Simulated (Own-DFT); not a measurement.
Simulation results for SiC (4H silicon carbide, atoms displaced), GaP (zincblende, strained, atoms displaced)

All values are calculated (Own-DFT development build). A calculation, not a measurement: plane-wave PBE density functional theory by an unreviewed code, no spin, of a simulated periodic cell, stress positive in tension, free energy of the whole cell less one offset for each atom, forces on such cells passed a denser k mesh, this cell's mesh not checked; offsets are fitted by least squares, one for each functional and potential file, so energies compare only between cells with the same atoms and settings and are not formation energies; the far tail of each file's local potential was reset to the Coulomb form; each entry is a single point on an unrelaxed cell, so the pressure reflects the starting lattice, mostly measured values (interpolated for alloys), from which strain is counted, and rises with the displacements; printed positions are rounded, which can move forces by about a meV/angstrom; the program, named Own-DFT, is a retired in-house code; no spin-orbit coupling.

Settings shared by all entries: functional PBE; potential files PseudoDojo norm-conserving, scalar-relativistic, standard set; wave cutoff 42 hartree; occupations Fermi-Dirac; smearing width 0.1 eV.

(1) SiC (4H silicon carbide, atoms displaced)

```
cell vectors (Å)
   6.1654     0.0000     0.0000
  -3.0827     5.3394     0.0000
   0.0000     0.0000    10.0681
atoms (fractions of the cell vectors)
Si  0.98785  0.99049  0.39847
Si  0.13432  0.31762  0.17358
C   0.00404  0.01024  0.10645
C   0.14215  0.28089  0.34839
Si  0.00563  0.49873  0.41275
Si  0.14424  0.83543  0.15536
C   0.99698  0.50086  0.09844
C   0.17114  0.83672  0.33714
Si  0.51140  0.01543  0.38891
Si  0.69676  0.31878  0.15809
C   0.47040  0.94709  0.10391
C   0.65514  0.34408  0.34784
Si  0.50911  0.50056  0.40237
Si  0.66567  0.83869  0.15473
C   0.51819  0.48369  0.08988
C   0.66549  0.81783  0.33942
Si  0.97523  0.99202  0.91740
Si  0.83929  0.68513  0.66293
C   0.97648  0.96578  0.60942
C   0.83826  0.67257  0.83878
Si  0.01540  0.53137  0.90356
Si  0.80852  0.18998  0.66135
C   0.98804  0.46934  0.59324
C   0.81864  0.13957  0.85106
Si  0.52179  0.03030  0.91290
Si  0.34559  0.68317  0.66133
C   0.48977  0.99839  0.58619
C   0.33529  0.65826  0.84873
Si  0.49702  0.48756  0.90974
Si  0.36587  0.20705  0.64987
C   0.50509  0.48065  0.59413
C   0.34338  0.19176  0.85223
```

Here we set hardware one NVIDIA H100 and k mesh 5 x 5 x 3 centred on Gamma.

It finds free energy of cell above offsets 5.955 eV; pressure 12.07 GPa; stress xx -7.25 GPa; stress yy -20.93 GPa; stress zz -8.03 GPa; stress yz 6.14 GPa; stress xz 0.28 GPa; stress xy 0.04 GPa; wall time 115 s.

Force:
```tsv
element	x (eV/Å)	y (eV/Å)	z (eV/Å)
Si	1.212	-5.807	5.145
Si	3.615	2.841	-2.872
C	-2.27	-0.881	-2.862
C	-0.603	8.825	-0.065
Si	-0.556	-0.307	-0.933
Si	2.62	-1.606	1.256
C	2.063	0.89	-1.459
C	0.018	-1.199	1.583
Si	-0.499	-2.125	2.498
Si	-6.282	-0.654	0.452
C	-0.964	4.666	-2.245
C	5.137	-1.164	-2.047
Si	-3.196	-0.305	1.725
Si	2.224	-4.638	0.534
C	-1.214	0.714	2.24
C	-1.795	1.414	0.026
Si	3.47	0.846	-1.192
Si	0.761	-6.804	-0.368
C	0.031	9.725	-4.776
C	-0.47	-0.48	3.063
Si	0.441	-2.94	0.981
Si	3.023	-6.779	1.265
C	0.727	6.584	-0.106
C	-0.259	4.628	-1.479
Si	-3.358	-3.372	0.74
Si	-0.289	-2.27	-0.611
C	0.129	0.865	-0.059
C	-0.072	2.141	-0.513
Si	0.003	3.728	1.177
Si	-2.537	-11.59	4.398
C	-1.36	10.17	-3.371
C	0.249	-5.119	-2.122
```

(2) SiC (4H silicon carbide, atoms displaced)

```
cell vectors (Å)
  12.3308     0.0000     0.0000
  -6.1654    10.6788     0.0000
   0.0000     0.0000    10.0681
atoms (fractions of the cell vectors)
Si  0.00277  0.00154  0.40179
Si  0.08529  0.17111  0.16093
C   0.99747  0.00285  0.09465
C   0.08425  0.16413  0.34768
Si  0.99971  0.25117  0.40837
Si  0.08421  0.41831  0.15973
C   0.99858  0.24505  0.09700
C   0.07647  0.41592  0.34638
Si  0.99945  0.50046  0.40704
Si  0.08099  0.66871  0.16113
C   0.00146  0.50479  0.09132
C   0.07906  0.66563  0.34444
Si  0.99927  0.74971  0.40272
Si  0.08002  0.91554  0.16145
C   0.99773  0.74631  0.09490
C   0.07932  0.91449  0.34592
Si  0.24871  0.99970  0.40468
Si  0.33460  0.16609  0.15886
C   0.25262  0.99704  0.09699
C   0.32923  0.16683  0.34879
Si  0.24919  0.24860  0.40782
Si  0.33070  0.41237  0.15479
C   0.25000  0.24714  0.09615
C   0.33412  0.41793  0.34298
Si  0.24666  0.50167  0.40917
Si  0.33578  0.66919  0.15712
C   0.24916  0.49762  0.09197
C   0.33008  0.66284  0.34539
Si  0.24961  0.74948  0.40928
Si  0.33170  0.91478  0.15988
C   0.24813  0.74751  0.09823
C   0.33606  0.91198  0.34216
Si  0.49965  0.00186  0.40981
Si  0.58298  0.17221  0.15890
C   0.50562  0.00092  0.09491
C   0.58175  0.16920  0.34121
Si  0.50228  0.24831  0.40693
Si  0.58112  0.41633  0.15633
C   0.50245  0.24831  0.09095
C   0.58699  0.41684  0.33957
Si  0.50048  0.49918  0.40552
Si  0.58000  0.66575  0.15660
C   0.50386  0.50440  0.09321
C   0.58171  0.66409  0.34349
Si  0.50151  0.74980  0.40963
Si  0.58613  0.91489  0.15601
C   0.49471  0.74411  0.09682
C   0.58656  0.91981  0.33960
Si  0.75278  0.99881  0.39844
Si  0.82970  0.16640  0.15788
C   0.75472  0.00384  0.09465
C   0.83485  0.16946  0.34253
Si  0.74683  0.25045  0.40688
Si  0.83120  0.41579  0.15296
C   0.75356  0.25509  0.09305
C   0.83837  0.42144  0.34123
Si  0.75160  0.50224  0.41044
Si  0.83773  0.67102  0.16135
C   0.75152  0.49874  0.08728
C   0.83442  0.66334  0.34308
Si  0.74612  0.74743  0.40209
Si  0.83179  0.91160  0.15439
C   0.75010  0.74761  0.10220
C   0.83385  0.92164  0.34559
Si  0.99524  0.00018  0.90783
Si  0.91414  0.83256  0.65446
C   0.99773  0.99724  0.59101
C   0.91939  0.83641  0.84283
Si  0.99917  0.75561  0.90694
Si  0.91494  0.58750  0.65621
C   0.99763  0.74812  0.59295
C   0.91460  0.58229  0.84251
Si  0.00140  0.49758  0.90368
Si  0.91569  0.33555  0.65552
C   0.00117  0.50346  0.59378
C   0.91784  0.33351  0.84163
Si  0.99710  0.25173  0.90511
Si  0.91816  0.08303  0.65598
C   0.00528  0.25480  0.59380
C   0.91426  0.08457  0.83895
Si  0.75230  0.00449  0.90788
Si  0.66898  0.83570  0.65667
C   0.75166  0.00300  0.59404
C   0.66532  0.83378  0.84108
Si  0.75355  0.75214  0.90776
Si  0.66553  0.58139  0.65794
C   0.75009  0.74864  0.59210
C   0.66546  0.58735  0.84706
Si  0.75403  0.50569  0.90389
Si  0.67032  0.33846  0.66053
C   0.74915  0.49784  0.58796
C   0.66927  0.33534  0.84097
Si  0.75456  0.25665  0.90591
Si  0.66866  0.08662  0.65810
C   0.75194  0.24835  0.59035
C   0.66503  0.08125  0.84126
Si  0.49928  0.00069  0.90597
Si  0.41487  0.83464  0.65671
C   0.50355  0.00336  0.59567
C   0.41455  0.83078  0.84018
Si  0.50104  0.74559  0.90413
Si  0.41799  0.58215  0.65632
C   0.50125  0.75093  0.59671
C   0.41616  0.57890  0.84383
Si  0.49932  0.50026  0.90524
Si  0.41658  0.33084  0.65233
C   0.49705  0.49868  0.59093
C   0.41926  0.33222  0.84721
Si  0.49804  0.24714  0.90703
Si  0.41721  0.08367  0.65532
C   0.49764  0.25317  0.59225
C   0.41720  0.08466  0.83884
Si  0.25652  0.00199  0.90468
Si  0.16476  0.83116  0.65398
C   0.25661  0.00628  0.59488
C   0.16556  0.83720  0.84533
Si  0.25315  0.75361  0.90710
Si  0.16268  0.57896  0.66288
C   0.24581  0.74793  0.59040
C   0.17021  0.58145  0.84050
Si  0.25557  0.50362  0.91069
Si  0.16453  0.33106  0.64957
C   0.25384  0.50091  0.59125
C   0.16784  0.32983  0.84398
Si  0.24796  0.25075  0.90451
Si  0.16686  0.08166  0.65085
C   0.24700  0.24755  0.58783
C   0.17047  0.08708  0.84495
```

Here we set hardware one NVIDIA H200 and k mesh 3 x 3 x 3 centred on Gamma.

The calculation gives: free energy of cell above offsets -18.789 eV; pressure 3.76 GPa; stress xx -3.33 GPa; stress yy -2.53 GPa; stress zz -5.43 GPa; stress yz 0.24 GPa; stress xz -0.21 GPa; stress xy 0.36 GPa; wall time 514.4 s.

Force:
```tsv
element	x (eV/Å)	y (eV/Å)	z (eV/Å)
Si	-1.21	-0.629	1.183
Si	0.201	-1.143	-0.458
C	0.971	-0.607	0.272
C	-0.736	1.182	-0.484
Si	0.051	-0.409	-0.418
Si	-0.663	-0.392	-0.93
C	-0.958	1.54	-0.62
C	1.747	0.289	-0.113
Si	-0.432	0.275	0.114
Si	0.951	-0.793	-1.062
C	0.332	-0.921	0.258
C	1.001	0.521	0.432
Si	-0.212	-0.379	1.148
Si	0.502	0.397	-1.675
C	-0.268	1.674	-0.132
C	0.879	0.274	-0.101
Si	0.747	-0.226	0.366
Si	-0.091	-0.339	-0.139
C	-1.122	0.568	-0.296
C	1.704	-0.269	-1.009
Si	-0.285	1.057	-0.794
Si	0.485	1	0.369
C	-0.07	0.188	-0.577
C	-0.525	-0.478	0.231
Si	0.82	-0.883	-0.883
Si	-1.121	-1.515	0.565
C	0.058	0.593	1.084
C	0.304	1.189	0.051
Si	-0.134	-0.628	-1.119
Si	1.444	0.031	-0.92
C	0.001	0.533	-0.768
C	-1.294	1.022	1.293
Si	0.868	-0.314	-1.005
Si	1.685	-1.377	-1.174
C	-1.205	0.069	-0.14
C	0.687	-0.738	1.016
Si	-1.643	1.001	-0.097
Si	1.113	0.534	-1.07
C	-1.506	0.559	0.58
C	-0.629	-0.182	1.228
Si	-0.132	-0.464	-0.454
Si	0.666	-0.137	0.342
C	-0.739	-1.384	-0.15
C	-0.232	0.386	0.146
Si	-0.596	0.158	-0.553
Si	-0.536	0.343	-0.574
C	1.131	1.576	-1.271
C	-0.367	-0.752	1.289
Si	-1.614	1.406	1.834
Si	0.973	0.679	-0.129
C	-0.449	-1.354	-0.354
C	-0.515	-0.476	0.603
Si	1.1	0.605	-0.853
Si	0.72	1.431	0.394
C	-0.47	-1.258	-0.09
C	-1.236	-1.053	0.657
Si	0.384	-0.935	-2.345
Si	-0.339	-2.243	-1.141
C	-0.956	0.702	1.259
C	-0.984	1.053	0.757
Si	0.9	0.777	0.602
Si	-0.396	1.758	0.866
C	-0.541	0.193	-1.581
C	1.7	-1.935	-1.069
Si	1.33	1.166	-0.438
Si	0.447	0.113	-0.2
C	0.49	0.365	0.009
C	-0.954	-0.194	0.165
Si	1.183	-1.22	0.047
Si	0.813	-1.031	-0.125
C	-0.122	1.022	-0.392
C	0.854	1.146	-0.074
Si	-0.315	1.246	0.471
Si	0.788	-0.063	-0.613
C	-0.602	-0.53	0.346
C	-0.44	0.267	0.143
Si	1.853	-0.575	0.502
Si	-0.409	0.389	-0.844
C	-1.631	-1.162	-0.142
C	0.464	0.072	1.149
Si	-0.45	-0.875	-0.594
Si	-0.062	0.037	-0.581
C	0.119	-0.327	-0.76
C	0.883	0.258	1.473
Si	-0.859	0.102	0.131
Si	-0.404	0.36	-0.445
C	-0.49	-0.221	-0.043
C	0.927	-0.469	-0.697
Si	-0.868	-1.036	0.348
Si	-0.213	-1.46	-1.596
C	-0.234	0.863	2.101
C	-0.515	0.223	1.134
Si	-0.518	-1.468	-0.136
Si	0.584	-0.651	-0.554
C	-1.091	0.881	0.847
C	-0.049	1.28	1.108
Si	0.561	-0.228	0.103
Si	0.304	-0.408	-0.709
C	-0.506	-0.367	-0.297
C	0.51	0.508	1.178
Si	-0.801	0.594	0.219
Si	-0.508	0.218	-0.235
C	-0.222	0.045	-0.195
C	-0.064	0.838	-0.176
Si	0.739	-0.586	0.542
Si	-1.41	0.564	0.981
C	0.981	-0.024	0.575
C	-0.789	0.297	-0.813
Si	0.68	0.775	-0.678
Si	0.42	0.917	-0.286
C	2.152	-0.735	0.151
C	0.728	-0.211	0.972
Si	-1.813	0.072	0.564
Si	-0.123	0.857	0.448
C	-0.825	-2.074	-0.957
C	0.834	-0.804	-0.323
Si	-0.925	-0.977	0.116
Si	1.011	0.733	-2.255
C	0.625	0.069	1.37
C	-0.722	0.612	1.924
Si	-0.775	-1.697	-1.279
Si	1.371	1.024	1.517
C	-1.056	-0.236	1.008
C	-1.489	1.362	-0.47
Si	1.211	-0.433	0.589
Si	-0.507	0.373	1.277
C	0.447	0.258	1.344
C	-0.466	-1.194	-0.336
```

(3) GaP (zincblende, strained, atoms displaced)

```
cell vectors (Å)
  10.8620     0.0000     0.0000
   0.0000    10.8620     0.0000
   0.0000     0.0000    10.9439
atoms (fractions of the cell vectors)
Ga  0.99360  0.99580  0.00143
Ga  0.99855  0.24830  0.24987
Ga  0.25034  0.00152  0.24927
Ga  0.24976  0.24825  0.00045
P   0.12670  0.12376  0.12202
P   0.12898  0.37161  0.37911
P   0.37291  0.11991  0.37452
P   0.38004  0.37723  0.12549
Ga  0.00219  0.99920  0.50279
Ga  0.99852  0.25232  0.74754
Ga  0.25011  0.00145  0.74996
Ga  0.24625  0.25011  0.49414
P   0.12467  0.12325  0.62601
P   0.13166  0.37370  0.87522
P   0.37782  0.12825  0.87722
P   0.38177  0.37665  0.62127
Ga  0.00006  0.49510  0.00133
Ga  0.99916  0.74942  0.25079
Ga  0.25394  0.49693  0.25403
Ga  0.24839  0.74907  0.99530
P   0.12722  0.62489  0.12540
P   0.12315  0.87070  0.37775
P   0.37479  0.63220  0.36907
P   0.37441  0.87344  0.12772
Ga  0.00283  0.50099  0.50200
Ga  0.00977  0.75145  0.74996
Ga  0.25203  0.50021  0.75150
Ga  0.25221  0.75219  0.49785
P   0.12046  0.62716  0.62433
P   0.12805  0.87334  0.87066
P   0.37298  0.62558  0.87551
P   0.37660  0.87855  0.62956
Ga  0.49697  0.00397  0.99731
Ga  0.49749  0.24878  0.24751
Ga  0.75027  0.00176  0.25300
Ga  0.75491  0.25163  0.00269
P   0.61375  0.12653  0.12666
P   0.62201  0.37677  0.37116
P   0.87574  0.12643  0.37447
P   0.87380  0.37268  0.12469
Ga  0.50407  0.00183  0.50156
Ga  0.50066  0.25521  0.75278
Ga  0.75184  0.99788  0.74965
Ga  0.74699  0.24868  0.49839
P   0.62739  0.12883  0.62504
P   0.62393  0.37299  0.87011
P   0.87616  0.12390  0.87524
P   0.87446  0.37860  0.62526
Ga  0.49635  0.49916  0.99933
Ga  0.50179  0.75428  0.25137
Ga  0.75182  0.49836  0.24924
Ga  0.75329  0.74948  0.00625
P   0.62446  0.62941  0.12413
P   0.62579  0.87356  0.37691
P   0.87452  0.62510  0.37839
P   0.87326  0.87657  0.12981
Ga  0.50215  0.50300  0.49918
Ga  0.49607  0.74712  0.75101
Ga  0.75113  0.50200  0.75060
Ga  0.75089  0.74998  0.50348
P   0.62245  0.62482  0.62148
P   0.62907  0.87264  0.87878
P   0.87317  0.62551  0.87047
P   0.87937  0.87981  0.62666
```

Here we set hardware one NVIDIA H100 and k mesh 3 x 3 x 3 centred on Gamma.

The calculation gives: free energy of cell above offsets -34.964 eV; pressure 3.16 GPa; stress xx -3.29 GPa; stress yy -3.38 GPa; stress zz -2.81 GPa; stress yz -0.05 GPa; stress xz 0.02 GPa; stress xy -0.15 GPa; wall time 512.2 s.

Force:
```tsv
element	x (eV/Å)	y (eV/Å)	z (eV/Å)
Ga	0.736	0.133	-0.292
Ga	0.465	0.075	-0.098
Ga	-0.389	-0.598	0.067
Ga	0.401	0.308	0.222
P	-0.502	-0.109	0.243
P	-0.978	0.777	-0.904
P	0.317	0.588	0.187
P	-0.893	-0.374	-0.011
Ga	-0.062	0.154	-0.505
Ga	0.258	-0.081	0.296
Ga	0.264	0.304	0.2
Ga	1.013	-0.687	1.13
P	0.131	0.53	-0.116
P	-0.733	-0.034	-0.125
P	-0.514	-0.049	-0.646
P	-0.972	-0.177	0.107
Ga	0.148	0.532	-0.379
Ga	0.1	-0.219	0.042
Ga	-0.215	0.276	-0.367
Ga	0.169	0.178	0.695
P	-0.301	-0.314	0.046
P	0.126	0.736	-0.427
P	0.202	-0.708	0.776
P	-0.108	0.258	-0.725
Ga	-0.265	-0.194	-0.255
Ga	-1.239	-0.074	-0.057
Ga	-0.051	0.017	-0.675
Ga	0.013	-0.083	0.557
P	1.293	-0.337	-0.102
P	-0.22	0.641	0.852
P	0.167	-0.227	-0.006
P	-0.015	-0.245	-0.545
Ga	0.248	-0.9	0.293
Ga	-0.263	0.196	0.748
Ga	-0.615	0.223	-0.193
Ga	-1.059	-0.619	-0.407
P	1.645	-0.297	-0.35
P	0.2	-0.295	0.204
P	0.065	-0.212	0.36
P	0.429	0.339	0.357
Ga	-0.186	-0.083	0.067
Ga	-0.214	-0.64	-0.667
Ga	-0.317	0.22	0.176
Ga	0.289	0.615	-0.136
P	-0.273	-0.363	0.43
P	0.668	0.672	1.059
P	-0.112	0.213	-0.024
P	-0.105	-0.363	-0.304
Ga	0.755	0.306	-0.24
Ga	0.113	-0.069	-0.348
Ga	-0.309	0.445	0.032
Ga	0.027	-0.028	-0.571
P	-0.056	-0.716	0.225
P	0.253	0.294	0.138
P	0.095	-0.226	-0.341
P	0.131	-0.198	-0.017
Ga	-0.348	0.11	-0.678
Ga	0.627	0.336	0.074
Ga	-0.517	-0.069	-0.322
Ga	0.144	0.258	0.068
P	0.351	0.226	0.689
P	-0.478	0.165	-0.299
P	0.705	0.255	0.748
P	-0.243	-0.791	0.043
```
